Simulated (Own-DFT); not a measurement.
## Calculated data, Hf36O71 (tetragonal hafnia with one neutral oxygen vacancy, atoms displaced)

Computed with Own-DFT development build. A calculation, not a measurement: plane-wave PBE and HSE06 DFT by an unreviewed code, no spin, of a simulated cell at Gamma alone, so results move with cell size and shape, stress positive in tension, energies less offsets, not probed for a lower state with spin; hafnium file: forces about 75 meV/angstrom off all-electron values; oxygen file: force components 24 meV/angstrom off all-electron in a glass; k mesh not checked against a denser one; forces and stress are PBE's, HSE06 gives the energy alone, and its difference from PBE has offsets of its own; offsets are fitted by least squares, one for each functional and potential file, so energies compare only between cells with the same atoms and settings and are not formation energies; the far tail of each file's local potential was reset to the Coulomb form; each entry is a single point on an unrelaxed cell, so the pressure reflects the starting lattice, taken from the Materials Project, from which strain is counted, and rises with the displacements; printed positions are rounded, which can move forces by about a meV/angstrom; the program is a retired in-house code; no spin-orbit coupling.

Common to all runs: first functional PBE; second functional HSE06; exact exchange share 0.25; screening 0.11 1/bohr; exchange divergence Gygi-Baldereschi; potential files PseudoDojo norm-conserving, scalar-relativistic, made for PBE, standard set; wave cutoff 48 hartree; occupations fixed; k mesh 1 x 1 x 1 centred on Gamma.

(1) 
```xyz
107
Lattice="10.7800 0.0000 0.0000 0.0000 10.7800 0.0000 0.0000 0.0000 10.4493" Properties=species:S:1:pos:R:3:force_x:R:1:force_y:R:1:force_z:R:1 formula=Hf36O71 PBE_energy_of_cell_above_offsets=-86.748 HSE06_less_PBE_above_offsets=0.610 PBE_pressure=6.87 PBE_stress_xx=-8.14 PBE_stress_yy=-4.84 PBE_stress_zz=-7.64 PBE_stress_yz=1.07 PBE_stress_xz=1.12 PBE_stress_xy=-0.18
Hf    10.7063     0.0491    10.3715      2.382     -2.416     -0.232
Hf     1.7875     1.8323     2.6014      0.399     -1.766       0.29
O     10.6329     1.7971     1.7707      3.176      1.516     -2.914
O     10.7561     1.9001     4.1882     -0.366     -1.214      1.549
O      1.6553    10.7342     0.9573       1.37      1.143      1.291
Hf    10.7673    10.7548     5.2947      0.073      0.971     -4.104
Hf     1.7360     1.8540     7.8194      3.464     -1.651      1.583
O      0.0315     1.6547     6.8526      2.318      0.529     -1.696
O      1.7324    10.7745     8.9601      0.026      0.307     -2.419
O      0.0337     1.7591     9.3834      0.235      3.316      0.002
O      1.8057    10.7055     6.1567     -0.077      0.672       0.91
Hf    10.7457     3.6109     0.0878      0.851     -0.234      0.112
Hf     1.8274     5.3510     2.6031       1.17      1.304     -0.046
O     10.6733     5.4636     1.5796      0.881     -0.654      0.304
O      1.7852     3.4530     3.7048      0.843      2.682     -0.653
O      0.0802     5.4886     4.3136      0.289     -0.131     -0.499
O      1.7528     3.6138     1.0314     -1.273     -0.145     -0.349
Hf    10.7079     3.7189     5.2106      2.651     -1.415     -2.829
Hf     1.6967     5.3261     7.8219      3.499      3.355       0.53
O      0.0361     5.3484     6.8605     -1.104     -0.001     -1.116
O      1.8655     3.7121     8.8300     -0.669     -3.014      0.538
O     10.7759     5.3834     9.4888     -0.826     -1.045     -0.838
O      1.8514     3.5910     6.1362     -5.996     -0.581      4.031
Hf    10.6517     7.1960    10.4348      2.356      1.444      1.265
Hf     1.8605     8.9540     2.5938     -2.143     -0.083      0.705
O      0.0804     9.0666     1.5951     -1.366      -2.21     -0.047
O      1.9132     7.1413     3.6663     -0.802      0.523     -0.139
O     10.7410     9.0937     4.1222      1.307     -1.711      1.976
O      1.9729     7.1820     1.0813      -3.64     -0.185      0.012
Hf     0.0798     7.2086     5.3326      0.237       1.39     -2.723
Hf     1.6136     9.0220     7.7885      4.588     -0.393      2.711
O      0.0202     8.9576     6.7867     -3.001      0.403     -1.181
O      1.8473     7.1425     8.8042     -1.135      0.488      -0.04
O     10.6541     8.9798     9.4305      0.366     -0.452     -0.854
O      1.8389     7.2975     6.2677      -0.64      -0.72     -0.022
Hf     3.4630    10.7565     0.0652      0.578      0.619     -1.148
Hf     5.4369     1.6392     2.5668     -3.235      5.138     -1.448
O      3.5856     1.8848     1.5626     -0.741     -1.016      0.841
O      5.4653    10.7296     3.4143       0.75      1.027      4.498
O      3.7122     1.7344     4.2580     -0.232      0.806     -0.883
O      5.3292     0.0029     1.0087      1.387     -0.321     -0.619
Hf     3.5854     0.0420     5.2177      -1.93     -0.385     -0.138
Hf     5.4769     1.7915     7.8472     -0.601      0.555      0.652
O      3.7151     1.8481     6.7538     -2.321      0.318      0.959
O      5.2699    10.7440     8.7388      1.618      1.083      0.774
O      3.6598     1.6923     9.3694      -1.05      1.516      0.113
O      5.3419     0.0984     6.2377      -0.06     -0.674      0.533
Hf     3.5320     3.7420    10.3444      2.694     -2.409      2.641
Hf     5.3295     5.3962     2.6487     -1.521     -1.262     -2.892
O      3.5701     5.3692     1.4708     -1.026     -1.471      1.434
O      5.3781     3.7255     3.6211      1.134     -3.659      0.081
O      3.7103     5.4676     4.1533     -1.976     -1.261      1.432
O      5.3640     3.5427     0.9029      1.004      0.561     -0.427
Hf     3.4620     3.6184     5.3448      6.781      0.014     -4.287
Hf     5.4177     5.3063     7.9255     -0.468      1.309     -0.163
O      3.5236     5.2997     6.8198      0.835      0.483      0.252
O      5.4254     3.5759     8.9132     -0.179      0.054     -1.502
O      3.6290     5.4534     9.4625      0.238     -0.327     -2.147
O      5.4582     3.5964     6.1219     -0.606      0.128      1.744
Hf     3.5405     7.2583    10.3471      2.017     -0.238       0.99
Hf     5.3127     9.0337     2.6462      0.275     -4.705     -2.463
O      3.5581     8.9924     1.6369      1.031      0.862     -0.915
O      5.3097     7.0648     3.5196      0.763       4.69      2.298
O      3.6003     9.0497     4.1628      0.683      -0.37      0.874
O      5.2927     7.0535     1.0015      1.579      1.321     -0.145
Hf     3.6817     7.2217     5.3142     -0.775      -0.34     -1.818
Hf     5.4501     9.0831     7.8231     -4.501     -3.118      2.085
O      3.4927     9.0068     6.9260      1.747     -0.063     -0.797
O      5.4045     7.2200     9.0540      0.598     -0.177     -3.337
O      3.6524     9.0119     9.4448     -0.644      0.871      0.382
O      5.4713     7.2632     6.1920      -0.95     -1.156      0.468
Hf     7.2662    10.6832    10.3898     -0.304      0.698      1.108
Hf     8.9123     1.7869     2.5115     -0.159     -2.005      3.882
O      7.1206     1.8721     1.6295      1.918     -0.545     -0.864
O      9.0043    10.7168     3.6092     -1.063      1.349     -0.465
O      7.2615     1.7913     4.3688     -0.332     -0.194      -2.22
O      9.2080     0.0033     1.0447     -5.553      0.689      0.572
Hf     6.9742     0.0406     5.2809       4.38     -0.018     -1.714
Hf     9.1368     1.8089     7.6810     -3.773     -1.598      2.005
O      7.3261     1.7986     6.8358     -1.521     -0.434      0.064
O      9.0010     0.0084     8.8312     -0.249     -0.197     -0.796
O      7.1427     1.6504     9.4431     -0.238      0.942       0.55
O      9.0020     0.0252     6.1683     -1.872     -1.183      1.279
Hf     7.3511     3.6229    10.3702     -6.016     -1.878     -0.448
Hf     8.8850     5.2956     2.6105      0.266      5.234     -1.276
O      7.1403     5.4913     1.7263      1.192     -0.565     -1.319
O      9.1200     3.8421     3.6640     -0.521     -4.821      1.198
O      7.1270     5.3792     4.3397      0.977      2.328     -0.891
O      8.8992     3.6194     1.0270       2.37      0.138      1.177
Hf     7.1877     3.6469     5.1384     -1.535     -0.844      1.913
Hf     9.0689     5.3799     7.8425     -2.193     -0.119      0.163
O      7.2348     5.2394     7.0008      0.501      0.344     -0.682
O      8.8644     3.4241     8.8105      0.802      2.503      0.655
O      7.1454     5.4108     9.4558      1.195     -0.688      0.043
O      9.0811     3.5724     6.1351     -1.807     -0.176      2.286
Hf     7.2442     7.1419    10.4180     -4.871      0.567      0.851
Hf     8.8853     8.9180     2.6919      3.957      2.194     -0.253
O      7.2994     8.9823     1.6497     -3.152      0.591     -1.762
O      8.9754     7.2473     3.6860     -0.524     -2.098      0.501
O      7.0306     8.9693     4.2160      0.266      0.621      0.107
O      8.9122     7.1997     0.9263      1.794      0.058      0.781
Hf     7.2412     7.2577     5.1908     -0.307     -1.259     -0.085
Hf     8.9176     8.9833     7.7049      0.016      0.664       1.43
O      7.0197     8.8679     6.7624      4.333      1.394     -0.814
O      9.0273     7.2093     8.7101      0.019     -0.848      1.449
O      7.2416     8.9459     9.3843      0.284      0.626     -0.551
O      9.0375     7.1608     6.3292     -0.619      0.106     -0.905
```

Units: PBE_energy_of_cell_above_offsets, HSE06_less_PBE_above_offsets in eV; PBE_pressure, PBE_stress_xx, PBE_stress_yy, PBE_stress_zz, PBE_stress_yz, PBE_stress_xz, PBE_stress_xy in GPa; force_x, force_y, force_z in eV/Å.

(2) 
```xyz
107
Lattice="10.7800 0.0000 0.0000 0.0000 10.7800 0.0000 0.0000 0.0000 10.4493" Properties=species:S:1:pos:R:3:force_x:R:1:force_y:R:1:force_z:R:1 formula=Hf36O71 PBE_energy_of_cell_above_offsets=-100.807 HSE06_less_PBE_above_offsets=-0.141 PBE_pressure=0.82 PBE_stress_xx=-0.92 PBE_stress_yy=-0.21 PBE_stress_zz=-1.31 PBE_stress_yz=0.48 PBE_stress_xz=0.25 PBE_stress_xy=-0.07
Hf     0.0103    10.7174     0.0395     -0.452      0.636     -1.571
Hf     1.7971     1.8025     2.6187     -0.991     -0.274      0.283
O     10.7213     1.7983     1.6149      1.322     -0.049     -0.525
O      1.8014    10.7433     3.6679      0.405      0.328     -0.968
O      0.0458     1.7162     4.1672      0.107      1.522      0.538
O      1.8015     0.0359     0.9903     -0.209     -0.157      0.887
Hf    10.7634     0.0213     5.2500      0.443     -0.613     -0.581
Hf     1.8400     1.7950     7.8194     -0.618      0.024      0.157
O     10.7471     1.8248     6.8393      0.366      0.374     -0.902
O      1.7595     0.0010     8.8329      0.244       0.32      0.501
O      0.0039     1.7825     9.3664     -0.229     -0.434      1.111
O      1.7526     0.0013     6.2591      0.761      0.402       -0.2
Hf    10.7364     3.5583    10.4163       -0.2      0.039      0.221
Hf     1.8298     5.3371     2.6302     -1.161      1.283     -1.363
O     10.7709     5.3592     1.5927      0.457      0.266      0.365
O      1.7894     3.6461     3.6198      0.578     -1.618       0.62
O      0.0169     5.3986     4.2007     -0.185     -0.666      0.332
O      1.8275     3.6303     1.0213     -0.545     -0.453      0.199
Hf     0.0015     3.6201     5.2744     -0.941     -0.292     -0.264
Hf     1.8333     5.3835     7.8109      0.056      0.086      0.653
O      0.0493     5.3850     6.8311     -0.955     -0.623     -0.219
O      1.8078     3.5435     8.8665      0.075      0.832      -0.18
O     10.7340     5.3212     9.4672      0.358      1.181     -0.158
O      1.8149     3.5693     6.2335     -0.007     -0.018     -0.357
Hf     0.0088     7.1692     0.0550     -0.098     -0.654     -0.954
Hf     1.8358     8.9699     2.5890     -0.985     -0.576      0.706
O     10.7525     8.9719     1.5790      0.412      0.321     -0.025
O      1.7310     7.1344     3.6324      0.658       0.94      0.111
O      0.0182     8.9507     4.2073     -0.107      0.844      -0.14
O      1.7885     7.2116     1.0698      0.494      0.222     -0.562
Hf     0.0488     7.1960     5.1624     -0.374     -0.358      0.919
Hf     1.7604     9.0209     7.8248      1.012     -0.865        0.4
O      0.0385     9.0351     6.8428     -1.039     -0.143      -0.74
O      1.8081     7.1707     8.8120     -0.059     -0.188       0.88
O      0.0273     8.9669     9.3879     -0.162     -0.075      0.854
O      1.8024     7.2128     6.3309     -0.072     -0.133      -1.52
Hf     3.5732     0.0267     0.0205      0.805     -0.607     -1.356
Hf     5.3735     1.7820     2.6356      0.645      0.315      0.109
O      3.5845     1.8254     1.5908      0.102     -0.374     -0.186
O      5.3637     0.0077     3.6702      0.054     -0.462     -0.612
O      3.5934     1.7700     4.1869     -0.475      0.684      -0.33
O      5.4107     0.0043     0.9780     -0.862      0.169      0.941
Hf     3.5566     0.0017     5.1894      0.255     -0.185      1.204
Hf     5.3532     1.7843     7.8718      0.936      0.111      -0.65
O      3.6209     1.8171     6.8030     -0.349     -0.194     -0.393
O      5.3829    10.7651     8.8725     -0.205      0.108     -0.062
O      3.5339     1.7926     9.3717      0.522     -0.259      0.774
O      5.3845     0.0036     6.2686       0.01     -0.254     -0.469
Hf     3.5782     3.5510     0.0157      0.029      0.722     -0.722
Hf     5.3734     5.3704     2.6513      0.576     -0.092     -0.619
O      3.5982     5.4313     1.5908      0.311     -0.168      0.179
O      5.3388     3.5828     3.6810     -0.336      0.051     -0.686
O      3.6133     5.4629     4.2157      -0.11     -1.078     -0.761
O      5.3941     3.5707     1.0463      -0.62      0.145       0.06
Hf     3.5750     3.6245     5.1343      1.215     -0.321      1.765
Hf     5.3951     5.3948     7.8562     -0.237     -0.398     -0.681
O      3.5976     5.4096     6.7785      0.039     -0.122     -0.037
O      5.3744     3.6269     8.7713      -0.31     -1.342      1.189
O      3.6259     5.3699     9.4278     -0.354     -0.059      0.464
O      5.4428     3.6236     6.2406     -1.285      0.015      -0.64
Hf     3.6247     7.1727    10.4484     -0.446     -0.079     -0.647
Hf     5.3661     8.9466     2.5978      0.328      0.487      0.274
O      3.6144     8.9919     1.5835     -0.343      0.236      -0.01
O      5.3709     7.1884     3.6160      0.285      0.019      0.511
O      3.5637     8.9859     4.2285      0.007     -0.356     -0.987
O      5.3927     7.1927     1.0926     -0.057      0.097     -0.585
Hf     3.5753     7.1997     5.2070     -0.176      0.488      1.726
Hf     5.3612     8.9802     7.8137     -0.016      0.052      0.381
O      3.5842     8.9990     6.7814     -0.098      0.223      0.219
O      5.3505     7.1462     8.8604      0.024      1.019      0.456
O      3.5639     9.0034     9.4104      0.172     -0.136      0.707
O      5.3858     7.2465     6.2508     -0.101     -0.149     -0.535
Hf     7.1791     0.0084     0.0263      0.094     -0.168     -1.621
Hf     8.9473     1.7373     2.5646      0.111      1.296      1.159
O      7.1907     1.8148     1.6163     -0.798     -0.535      -0.16
O      8.9885    10.7434     3.5963     -0.267      0.222      0.402
O      7.1921     1.8226     4.2013     -0.224      -0.83      0.176
O      8.9688    10.7656     1.0286      0.142     -0.128      0.052
Hf     7.1656    10.7572     5.2136     -0.347      1.359      0.668
Hf     8.9905     1.7688     7.8234     -0.742        0.7       0.83
O      7.1626     1.7913     6.8427      0.579      0.127     -0.142
O      8.9518     0.0033     8.8273      0.253     -0.719      0.112
O      7.1896     1.7684     9.4463     -0.376      0.484      0.458
O      8.9942    10.7718     6.2087     -0.663     -0.124      0.212
Hf     7.1585     3.6189     0.0292      0.867     -1.038      -0.35
Hf     8.9759     5.3697     2.6368      0.522     -0.455     -0.117
O      7.2143     5.3881     1.6325     -1.231       0.09     -0.161
O      8.9435     3.5804     3.6391      0.642     -0.448      0.384
O      7.2008     5.3483     4.2218     -0.588      1.115     -0.099
O      8.9409     3.6123     1.0462      0.414     -0.274     -0.221
Hf     7.1987     3.6204     5.2402      0.633      -0.72      0.626
Hf     8.9542     5.4080     7.8299      0.612     -0.345      0.362
O      7.1786     5.3919     6.8394      0.464      0.029     -0.266
O      8.9399     3.6074     8.9174      0.276     -0.453     -1.301
O      7.1208     5.2923     9.4361      0.064      2.138      0.135
Hf     7.1923     7.1877     0.0435      0.009     -0.295     -1.139
Hf     8.9373     9.0184     2.5887      0.781     -1.183      0.483
O      7.1639     8.9695     1.6190     -0.055     -0.019     -0.267
O      8.9545     7.1575     3.6167     -0.159      0.953     -0.208
O      7.1622     9.0010     4.2056     -0.035     -0.121     -0.374
O      8.9646     7.1461     0.9927      0.312      0.379      0.358
Hf     7.1438     7.2333     5.1770      0.979     -1.013      0.939
Hf     9.0052     8.9821     7.7720     -0.284     -0.423      1.064
O      7.1906     8.9567     6.8484     -0.124      0.242     -0.703
O      8.9427     7.1727     8.8872      0.079      0.218     -0.565
O      7.1849     8.9637     9.4262     -0.215      0.088      0.736
O      8.9960     7.2097     6.2045     -0.023      0.115      0.042
```

Units: PBE_energy_of_cell_above_offsets, HSE06_less_PBE_above_offsets in eV; PBE_pressure, PBE_stress_xx, PBE_stress_yy, PBE_stress_zz, PBE_stress_yz, PBE_stress_xz, PBE_stress_xy in GPa; force_x, force_y, force_z in eV/Å.
